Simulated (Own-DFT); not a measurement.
Simulation results for Si7Ge (diamond-structure random alloy, atoms displaced)

Computed with Own-DFT development build. A calculation, not a measurement: plane-wave density functional theory by an unreviewed code, no spin, of a simulated periodic cell, stress positive in tension, run twice, with PBE and with PBEsol, both on files made for PBE, so the change isn't that of files made for PBEsol, forces on such cells passed a denser k mesh, this cell's mesh not checked; the far tail of each file's local potential was reset to the Coulomb form; each entry is a single point on an unrelaxed cell, so the pressure reflects the starting lattice, mostly measured values (interpolated for alloys), from which strain is counted, and rises with the displacements; printed positions are rounded, which can move forces by about a meV/angstrom; the program, named Own-DFT, is a retired in-house code; no spin-orbit coupling; stress was not checked against mesh or cutoff.

```cif
# cell vector a (Å): 10.9187 0.0000 0.0000
# cell vector b (Å): 0.0000 10.9187 0.0000
# cell vector c (Å): 0.0000 0.0000 10.9187
data_Si7Ge
_symmetry_space_group_name_H-M 'P 1'
_symmetry_Int_Tables_number 1
_cell_length_a 10.9187
_cell_length_b 10.9187
_cell_length_c 10.9187
_cell_angle_alpha 90.000
_cell_angle_beta 90.000
_cell_angle_gamma 90.000
_cell_volume 1301.71
loop_
_atom_site_label
_atom_site_type_symbol
_atom_site_fract_x
_atom_site_fract_y
_atom_site_fract_z
_atom_site_occupancy
Si1 Si 0.99999 0.00327 0.99809 1
Si2 Si 0.99992 0.24460 0.24816 1
Si3 Si 0.24602 0.00049 0.24711 1
Si4 Si 0.24768 0.24644 0.99742 1
Si5 Si 0.12398 0.12474 0.12697 1
Si6 Si 0.11941 0.37577 0.37632 1
Si7 Si 0.37791 0.12657 0.37739 1
Si8 Si 0.37637 0.37514 0.12383 1
Si9 Si 0.99878 0.00093 0.49570 1
Ge1 Ge 0.00143 0.25181 0.75216 1
Ge2 Ge 0.24928 0.00243 0.74752 1
Si10 Si 0.24912 0.24910 0.50063 1
Si11 Si 0.12575 0.12792 0.62372 1
Si12 Si 0.12551 0.37800 0.87453 1
Si13 Si 0.37736 0.12381 0.87168 1
Si14 Si 0.37471 0.38186 0.62403 1
Si15 Si 0.99980 0.49743 0.99681 1
Ge3 Ge 0.00115 0.74815 0.24883 1
Si16 Si 0.25028 0.49619 0.25393 1
Si17 Si 0.24719 0.75475 0.00106 1
Si18 Si 0.12481 0.63082 0.12966 1
Si19 Si 0.12084 0.87212 0.37874 1
Si20 Si 0.37864 0.62354 0.37764 1
Si21 Si 0.37624 0.87906 0.12739 1
Ge4 Ge 0.99577 0.50338 0.49698 1
Si22 Si 0.99667 0.74622 0.75155 1
Ge5 Ge 0.24986 0.49857 0.74931 1
Si23 Si 0.24722 0.74652 0.49659 1
Si24 Si 0.12928 0.62271 0.62322 1
Si25 Si 0.12155 0.87252 0.87426 1
Si26 Si 0.37464 0.62757 0.86891 1
Si27 Si 0.37425 0.87243 0.63131 1
Si28 Si 0.50363 0.00300 0.00546 1
Si29 Si 0.50308 0.25280 0.24837 1
Si30 Si 0.74808 0.99733 0.24664 1
Ge6 Ge 0.74810 0.25508 0.99831 1
Ge7 Ge 0.62342 0.12809 0.12818 1
Si31 Si 0.62538 0.37542 0.37831 1
Si32 Si 0.87442 0.12601 0.37613 1
Si33 Si 0.87724 0.37600 0.12575 1
Si34 Si 0.49714 0.00085 0.49862 1
Si35 Si 0.49929 0.25377 0.74510 1
Si36 Si 0.74791 0.00126 0.74887 1
Si37 Si 0.75163 0.25124 0.50447 1
Si38 Si 0.62726 0.12522 0.62329 1
Si39 Si 0.62267 0.37565 0.87780 1
Si40 Si 0.87626 0.12564 0.87399 1
Si41 Si 0.87544 0.36767 0.62466 1
Si42 Si 0.49671 0.49737 0.99595 1
Si43 Si 0.49962 0.74588 0.24635 1
Si44 Si 0.75130 0.49822 0.25553 1
Si45 Si 0.74954 0.74948 0.99941 1
Ge8 Ge 0.62293 0.62157 0.12596 1
Si46 Si 0.62459 0.87466 0.37835 1
Si47 Si 0.87401 0.62701 0.37524 1
Si48 Si 0.87595 0.87303 0.12356 1
Si49 Si 0.49238 0.50239 0.49829 1
Si50 Si 0.50083 0.75111 0.74894 1
Si51 Si 0.74818 0.50060 0.74757 1
Si52 Si 0.75044 0.74365 0.49794 1
Si53 Si 0.62426 0.62832 0.62107 1
Si54 Si 0.62743 0.87819 0.87640 1
Si55 Si 0.87727 0.62569 0.86944 1
Si56 Si 0.87488 0.87298 0.62825 1
_calc_functional 'PBE, then PBEsol'
_calc_potential_files 'PseudoDojo norm-conserving, scalar-relativistic, standard set'
_calc_wave_cutoff 42  # hartree
_calc_occupations 'Fermi-Dirac'
_calc_smearing_width 0.1  # eV
_calc_k_mesh '3 x 3 x 3 centred on Gamma'
_calc_PBE_pressure 2.24  # GPa
_calc_PBE_stress_xx -2.28  # GPa
_calc_PBE_stress_yy -2.23  # GPa
_calc_PBE_stress_zz -2.22  # GPa
_calc_PBE_stress_yz 0.43  # GPa
_calc_PBE_stress_xz 0.27  # GPa
_calc_PBE_stress_xy 0.64  # GPa
_calc_PBEsol_pressure 0.73  # GPa
_calc_PBEsol_stress_xx -0.77  # GPa
_calc_PBEsol_stress_yy -0.72  # GPa
_calc_PBEsol_stress_zz -0.71  # GPa
_calc_PBEsol_stress_yz 0.45  # GPa
_calc_PBEsol_stress_xz 0.28  # GPa
_calc_PBEsol_stress_xy 0.65  # GPa
_calc_rms_change_of_force_components_from_PBE_to_PBEsol 0.037  # eV/angstrom
```

Force:
```
force element  PBE force x (eV/Å)  PBE force y (eV/Å)  PBE force z (eV/Å)  PBEsol force x (eV/Å)  PBEsol force y (eV/Å)  PBEsol force z (eV/Å)
           Si              -0.063              -0.502                0.25                 -0.058                 -0.492                  0.247
           Si              -0.172               0.743               0.363                 -0.175                  0.732                  0.358
           Si               0.437              -0.155               1.042                  0.424                 -0.158                  1.036
           Si               0.406               0.315               0.173                  0.397                  0.305                  0.161
           Si               0.063               -0.07              -0.673                  0.065                 -0.066                 -0.667
           Si               0.598              -0.726              -0.465                   0.53                 -0.665                 -0.402
           Si              -0.599               0.111              -0.787                 -0.589                  0.111                 -0.787
           Si              -0.557              -0.241              -0.065                 -0.549                  -0.24                 -0.066
           Si              -0.043              -0.078                0.97                 -0.048                 -0.075                  0.962
           Ge               0.162              -0.273              -0.134                  0.161                 -0.263                 -0.132
           Ge              -0.283              -0.437                0.41                 -0.279                 -0.427                    0.4
           Si                 0.2               0.639              -0.148                    0.2                   0.64                 -0.146
           Si              -0.365              -0.355              -0.525                 -0.366                 -0.358                 -0.416
           Si               0.151              -0.466               0.685                  0.159                  -0.46                  0.574
           Si                0.27               0.398               0.534                  0.226                  0.342                  0.478
           Si               -0.04              -1.242              -0.387                 -0.099                 -1.173                 -0.324
           Si               0.139               0.901               0.557                  0.133                  0.895                  0.547
           Ge              -0.672               0.582               0.505                 -0.658                  0.568                  0.499
           Si              -0.034               0.442              -0.291                 -0.036                  0.436                 -0.283
           Si               0.579              -0.273              -0.074                  0.577                 -0.269                 -0.075
           Si               0.812               -1.61               -1.09                  0.744                 -1.538                 -1.016
           Si               0.671                0.59              -0.441                  0.616                  0.533                 -0.488
           Si               -0.96               0.464              -1.012                 -0.946                   0.47                 -1.008
           Si              -0.175              -0.387              -0.291                 -0.163                  -0.38                 -0.282
           Ge               0.166               -0.47               0.791                  0.162                 -0.461                  0.772
           Si               1.002               0.409              -0.754                      1                  0.401                 -0.758
           Ge               0.006               0.347               0.144                  0.003                  0.334                  0.137
           Si               0.695               0.429               0.539                  0.691                  0.423                  0.524
           Si              -0.886               0.598               0.109                 -0.872                  0.493                  0.121
           Si              -0.098               0.329               0.059                 -0.055                   0.37                  0.008
           Si               0.007               0.215               1.066                 -0.048                  0.165                  1.006
           Si              -0.026              -0.004              -1.403                 -0.084                  0.049                 -1.338
           Si              -0.653              -0.418              -0.954                 -0.591                 -0.357                 -0.891
           Si               -0.71               0.331               0.874                 -0.647                  0.276                  0.805
           Si               0.483              -0.112               0.804                  0.428                 -0.061                  0.741
           Ge               0.685              -0.372               0.119                  0.631                 -0.402                  0.155
           Ge               0.501              -0.241              -0.086                   0.53                 -0.195                 -0.127
           Si              -0.173               0.006               0.138                 -0.173                  0.006                  0.148
           Si              -0.489               -0.24              -0.458                 -0.494                  -0.23                 -0.453
           Si               0.029               0.051               0.275                  -0.02                  0.004                  0.231
           Si               0.277              -0.439               0.669                  0.265                 -0.438                  0.669
           Si               0.219              -0.189               0.298                  0.213                 -0.185                  0.288
           Si               0.434              -0.048               0.137                  0.429                 -0.044                  0.133
           Si              -0.313              -0.397              -0.739                 -0.311                 -0.393                 -0.739
           Si               -0.58              -0.005               0.008                 -0.576                 -0.007                  0.007
           Si              -0.222               0.404               -1.18                 -0.161                   0.34                 -1.108
           Si              -0.502                -0.3               0.086                 -0.498                 -0.197                  0.081
           Si              -0.343               1.352               0.244                 -0.232                  1.336                  0.259
           Si              -0.294               0.436               0.018                 -0.253                   0.48                   0.06
           Si              -0.271                0.92               0.943                 -0.212                  0.853                  0.874
           Si               0.169              -0.072               -0.27                  0.122                 -0.031                 -0.315
           Si               0.391              -0.052              -0.299                   0.34                 -0.108                 -0.249
           Ge                0.42              -0.316              -0.459                  0.411                 -0.307                 -0.446
           Si              -0.085              -0.281              -0.577                 -0.087                  -0.28                 -0.567
           Si              -0.405              -0.154              -0.536                 -0.286                 -0.152                 -0.534
           Si              -0.263               0.532               -0.38                 -0.205                  0.475                 -0.327
           Si               1.447              -0.253               0.447                  1.435                 -0.256                  0.444
           Si               0.492               0.131                0.29                  0.496                  0.129                   0.29
           Si               0.016               -0.27              -0.042                  0.017                 -0.273                 -0.046
           Si               0.022               1.205               0.323                   0.03                  1.193                  0.317
           Si              -0.314              -0.712               0.292                 -0.317                 -0.707                  0.287
           Si              -0.387              -0.209                 0.1                 -0.385                 -0.203                  0.106
           Si              -0.819              -0.636               0.873                 -0.815                 -0.634                  0.874
           Si              -0.149               0.126              -0.616                 -0.145                  0.126                  -0.61
```
